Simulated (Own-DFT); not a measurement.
# Stretching a layer in its plane: diamond-structure SiGeSn with randomly placed atoms, 64 atoms (Ge44Si16Sn4)

No measurement is shown. These are fixed-geometry runs of a retired plane-wave code named Own-DFT, which no person has reviewed; spin and spin-orbit coupling are neglected.

Settings: PBEsol; PseudoDojo norm-conserving scalar-relativistic files, made for PBE; cutoff 49 hartree; 3 x 3 x 3 k mesh centred on Gamma; Fermi-Dirac smearing of 0.1 eV.

Caveats: forces on such cells moved up to 12 meV/angstrom on a denser k mesh; stress not checked against mesh or cutoff.

Unstrained cell vectors in Å: (11.306, 0.000, 0.000); (0.000, 11.306, 0.000); (0.000, 0.000, 11.306). The unstrained cell has measured lattice constants (interpolated for alloys), not those of this functional. That, the random moves and any unrelaxed bonds set the pressure at no strain. Each run strains x and y alike by e, as a substrate would, and holds the height along z. Each coordinate of each atom was shifted by a normal deviate of width 0.05 Å. The random placing of the alloy's atoms differs from row to row. Stress is positive in tension.

| e (%) | u (Å) | (s_xx + s_yy)/2 (GPa) | s_zz (GPa) |
|---|---|---|---|
| -2.75 | 0.049 | -7.14 | -5.24 |
| -2.50 | 0.046 | -6.54 | -4.45 |
| -2.25 | 0.049 | -5.92 | -4.31 |
| -1.50 | 0.052 | -4.59 | -3.42 |
| -1.25 | 0.050 | -3.99 | -3.00 |
| -0.75 | 0.052 | ? | ? |
| -0.50 | 0.043 | -2.30 | -2.01 |
| 0.75 | 0.049 | -0.25 | -0.76 |
| 1.25 | 0.053 | 0.37 | -0.59 |
| 2.00 | 0.048 | 1.52 | 0.30 |

## What the rows give

With e as a fraction, the in-plane stress is -1.6 + 174 e - 1023 e² GPa (errors 3 and 203, scatter 0.12), and s_zz is -1.6 + 105 e - 811 e² GPa (slope ± 4, scatter 0.17). At e = 0 the first slope is C11 + C12 and the second 2 C12, both with the ions held to the strained lattice and at the cell's own pressure. The term in e² is negative: the layer stiffens under compression and softens under tension. A free layer would change its height as e changes, and the in-plane slope would drop by 2 C12²/C11 to the biaxial modulus. At fixed height, a misfit of 1 % moves the in-plane stress by about 1.7 GPa and s_zz by 1.0 GPa.

## Check

Q: what are the two stresses at e = -0.75 %?

The fitted form gives -2.9 and -2.4 GPa. The hidden result is -3.08 and -2.65 GPa.
